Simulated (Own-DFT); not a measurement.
# What a defect does to the pressure of its cell: zincblende InP

No measurement is shown. These are fixed-geometry runs of a retired plane-wave code named Own-DFT, which no person has reviewed; spin and spin-orbit coupling are neglected.

Settings: PBE; PseudoDojo norm-conserving scalar-relativistic files; cutoff 36 hartree; 2 x 3 x 3 k mesh centred on Gamma; Fermi-Dirac smearing of 0.1 eV.

Known weak points (not all hold for every row): not probed for a lower state with spin; forces on such cells failed a check on a denser k mesh; forces not confirmed at this smearing and k mesh; stress not checked against mesh or cutoff.

All runs share one cell, with vectors in Å (17.606, 0.000, 0.000); (0.000, 11.737, 0.000); (0.000, 0.000, 11.737) and a volume of 2425.5 Å³. u is the rms random offset of the atoms per axis. The defect's site can differ from row to row.

| cell | formula | u (Å) | P (GPa) |
|---|---|---|---|
| no defect | In48P48 | 0.0201 | 3.20 |
| no defect | In48P48 | 0.0450 | 3.52 |
| no defect | In48P48 | 0.0488 | 3.60 |
| one P on an In site | In47P49 | 0.0263 | 3.12 |
| one P on an In site | In47P49 | 0.0280 | 3.13 |
| one P on an In site | In47P49 | 0.0491 | 3.38 |
| one In on a P site and one P on an In site | In48P48 | 0.0291 | 3.50 |
| one In on a P site and one P on an In site | In48P48 | 0.0296 | 3.58 |
| one In on a P site and one P on an In site | In48P48 | 0.0535 | 3.83 |
| two P vacancies | In48P46 | 0.0476 | 3.36 |
| two P vacancies | In48P46 | 0.0485 | 3.40 |
| two P vacancies | In48P46 | 0.0511 | 3.38 |
| two P on an In site each | In46P50 | 0.0282 | 3.03 |
| two P on an In site each | In46P50 | 0.0315 | 3.01 |
| two P on an In site each | In46P50 | 0.0532 | 3.31 |
| two P on an In site each | In46P50 | 0.0532 | ? |

## Worked fit

P = P0 + c u² + a shift for each defect gives P0 = 3.18 GPa, c = 158 ± 11 GPa/Å² and a scatter of 0.03 GPa. The shifts, and each times the cell's volume:

- one In on a P site and one P on an In site: 0.21 ± 0.03 GPa, 3.2 eV
- one P on an In site: -0.18 ± 0.03 GPa, -2.7 eV
- two P vacancies: -0.19 ± 0.03 GPa, -2.8 eV (-1.4 eV for each of its 2 sites)
- two P on an In site each: -0.31 ± 0.03 GPa, -4.7 eV (-2.3 eV for each of its 2 sites)

A positive shift means that the defect pushes the cell outwards. Shift times volume (160.2 GPa Å³ is 1 eV) depends little on the cell's size, so, taken for each site, it can be compared between cells at like pressure. The atoms around the defects weren't relaxed, which would change these numbers.

## The run left out

Question: what pressure belongs in the blank (two P on an In site each, u = 0.0532 Å)?

Estimate: 3.32 ± 0.04 GPa. Computed: 3.26 GPa.
